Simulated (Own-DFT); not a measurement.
# How strain changes the stress of hcp Ru, 36 atoms (Ru36)

Calculated results; nothing here was measured. They come from Own-DFT, an in-house plane-wave density functional program, since retired, whose code no person has reviewed. Each row is one single-point run on a periodic cell that was not relaxed, without spin or spin-orbit coupling.

Settings of every run: PBE; PseudoDojo norm-conserving scalar-relativistic files; cutoff 50 hartree; 5 x 5 x 4 k mesh centred on Gamma; cold (Marzari-Vanderbilt) smearing of 0.2 eV.

Known limits: forces on such cells failed a check on a denser k mesh; stress not checked against mesh or cutoff.

Unstrained cell vectors in Å: (8.118, 0.000, 0.000); (-4.059, 7.030, 0.000); (0.000, 0.000, 8.563). The unstrained cell has measured lattice constants (interpolated for alloys), not those of this functional. That, the random moves and any unrelaxed bonds set the pressure at no strain. Each run strains this cell uniformly, with the atoms carried along. Every atom was also moved at random, by a Gaussian of width 0.05 Å on each axis. Strain is the symmetric tensor, in per cent. Stress is positive in tension, and the pressure is minus a third of its trace.

| run | e_xx (%) | e_yy (%) | e_zz (%) | e_yz (%) | e_xz (%) | e_xy (%) | s_xx (GPa) | s_yy (GPa) | s_zz (GPa) | s_yz (GPa) | s_xz (GPa) | s_xy (GPa) | P (GPa) | E (meV/atom) |
|---|---|---|---|---|---|---|---|---|---|---|---|---|---|---|
| 1 | 0.19 | 1.03 | 0.36 | -1.34 | -1.72 | -0.81 | -3.72 | -0.62 | -3.56 | -5.02 | -6.36 | -2.77 | 2.63 | 15.7 |
| 2 | -0.68 | 1.72 | -1.76 | -0.89 | 1.52 | -0.89 | -12.52 | -2.76 | -18.30 | -3.90 | 6.58 | -3.24 | 11.19 | 42.8 |
| 3 | 1.90 | 1.30 | -1.32 | 1.19 | 1.56 | -0.72 | 2.54 | 0.67 | -10.86 | 4.58 | 5.83 | -1.97 | 2.55 | 25.4 |
| 4 | -1.43 | -1.19 | -1.76 | 1.46 | -1.58 | 0.40 | -23.82 | -23.54 | -28.53 | 6.96 | -6.68 | 1.59 | 25.30 | 93.3 |
| 5 | -1.49 | -0.62 | -0.43 | -1.87 | 1.79 | 1.71 | -20.38 | -16.61 | -16.34 | -7.29 | 7.19 | 7.60 | 17.78 | 67.9 |
| 6 | -0.20 | -0.85 | 0.07 | -0.88 | -1.71 | -0.61 | -9.73 | -13.17 | -8.76 | -3.47 | -6.50 | -2.83 | 10.56 | 16.1 |
| 7 | -0.42 | -0.99 | 1.54 | -1.78 | -1.45 | 0.62 | -8.87 | -12.41 | -0.38 | -6.37 | -5.02 | 2.82 | 7.22 | 25.6 |
| 8 | -0.10 | 1.11 | 0.46 | 1.52 | 0.98 | 1.35 | -5.08 | -0.16 | -2.65 | 5.57 | 3.31 | 5.06 | 2.63 | 7.5 |
| 9 | 1.45 | -1.02 | 0.36 | -1.47 | -1.79 | 0.62 | -1.42 | -10.85 | -5.06 | -5.20 | -6.58 | 1.57 | 5.78 | 35.9 |
| 10 | -0.29 | -1.28 | -0.89 | 0.15 | -0.24 | -1.37 | -14.26 | -17.62 | -16.91 | 0.54 | -1.14 | -6.83 | 16.26 | 32.0 |
| 11 | 0.92 | -1.21 | -1.90 | -1.64 | -1.24 | -0.94 | -9.02 | -18.24 | -23.20 | -7.42 | -5.44 | -4.15 | 16.82 | 59.6 |
| 12 | -1.66 | -1.97 | -0.09 | 1.30 | -0.17 | 0.85 | -22.83 | -24.99 | -15.51 | 5.54 | -0.67 | 4.33 | 21.11 | 55.3 |
| 13 | 1.87 | 1.14 | -0.64 | 0.50 | -0.65 | 1.01 | 4.00 | 1.89 | -5.24 | 1.93 | -2.51 | 3.35 | -0.22 | 0.0 |
| 14 | 0.65 | 1.45 | -1.45 | -0.98 | 0.47 | -0.62 | -3.56 | -0.28 | -12.91 | -4.34 | 1.82 | -2.14 | 5.58 | 7.6 |
| 15 | -0.26 | 0.49 | 0.72 | 1.57 | -0.84 | 1.32 | -6.74 | -3.32 | -3.11 | 5.30 | -3.04 | 5.22 | 4.39 | 14.6 |
| 16 | -1.27 | -0.91 | -0.73 | 0.84 | -0.26 | -1.73 | ? | ? | ? | ? | ? | ? | ? | ? |

E is the free energy for each atom above the lowest run shown.

## Worked fit

Each stress component was fitted by least squares to a constant and the strains of the runs shown, as fractions, with shears doubled. Shear strains stay in the fit of a normal stress only where such slopes are resolved. The slopes, in GPa:

```
stress  at no strain  per e_xx  per e_yy  per e_zz  scatter
  s_xx          -8.0  605 ± 17  219 ± 16  234 ± 17     0.66
  s_yy          -8.1  222 ± 16  639 ± 15  228 ± 16     0.63
  s_zz          -8.1  226 ± 27  223 ± 24  725 ± 27     1.03
```

Each shear stress against twice its own strain: yz 197 ± 7, xz 195 ± 5, xy 202 ± 13 GPa. These are stiffnesses along x, y and z of the frame in which the cell vectors are given, which need not be the crystal's axes. The atoms are held to the strained lattice; where symmetry lets them move under strain, relaxing them would lower some slopes. The table should be nearly symmetric about its diagonal, and what it lacks of that shows the noise. A ninth of its sum, 369 ± 9 GPa, estimates the bulk modulus near the mean pressure of these runs, 10.0 GPa, so it lies above the value at zero pressure.

## Withheld run

Question: what normal stresses and pressure should run 16 give?

The fit gives s_xx = -19.4, s_yy = -18.4, s_zz = -18.3 and P = 18.7 GPa. The calculation gave -20.11, -19.60, -18.09 and P = 19.27 GPa.
